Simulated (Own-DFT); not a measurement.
# Point defects and the pressure they add: C11b WSi2

No measurement is shown. These are fixed-geometry runs of a retired plane-wave code named Own-DFT, which no person has reviewed; spin and spin-orbit coupling are neglected.

All runs used: PBE; PseudoDojo norm-conserving scalar-relativistic files; cutoff 50 hartree; 5 x 5 x 5 k mesh centred on Gamma; cold (Marzari-Vanderbilt) smearing of 0.2 eV.

Limits: forces on such cells failed a check on a denser k mesh; stress not checked against mesh or cutoff.

All runs share one cell, with vectors in Å (-2.148, -5.953, 3.409); (-6.444, 2.976, 1.136); (-2.553, -2.948, -6.757) and a volume of 403.2 Å³. u is the rms random offset of the atoms per axis. The defect's site can differ from row to row.

```
cell,formula,u (Å),P (GPa)
no defect,Si20W10,0.0194,4.21
no defect,Si20W10,0.0503,5.81
no defect,Si20W10,0.0524,6.36
one W vacancy,Si20W9,0.0281,3.41
one W vacancy,Si20W9,0.0306,3.47
one W vacancy,Si20W9,0.0476,4.34
one Si vacancy,Si19W10,0.0303,3.49
one Si vacancy,Si19W10,0.0328,3.69
one Si vacancy,Si19W10,0.0477,?
one Si vacancy,Si19W10,0.0478,3.94
one W on a Si site,Si19W11,0.0288,10.11
one W on a Si site,Si19W11,0.0461,11.39
one W on a Si site,Si19W11,0.0522,10.50
one Si on a W site,Si21W9,0.0335,6.55
one Si on a W site,Si21W9,0.0450,6.62
one Si on a W site,Si21W9,0.0519,7.75
```

## Worked fit

P = P0 + c u² + a shift for each defect gives P0 = 4.29 GPa, c = 620 ± 134 GPa/Å² and a scatter of 0.40 GPa. The shifts, and each times the cell's volume:

- one W on a Si site: 5.20 ± 0.33 GPa, 13.1 eV
- one Si on a W site: 1.47 ± 0.33 GPa, 3.7 eV
- one W vacancy: -1.38 ± 0.34 GPa, -3.5 eV
- one Si vacancy: -1.47 ± 0.33 GPa, -3.7 eV

A positive shift means that the defect pushes the cell outwards. Shift times volume (160.2 GPa Å³ is 1 eV) depends little on the cell's size, so, taken for each site, it can be compared between cells at like pressure. The atoms around the defects weren't relaxed, which would change these numbers.

## Check

Asked: what pressure belongs in the blank (one Si vacancy, u = 0.0477 Å)?

The fitted form gives 4.24 ± 0.48 GPa. Computed: 3.82 GPa.
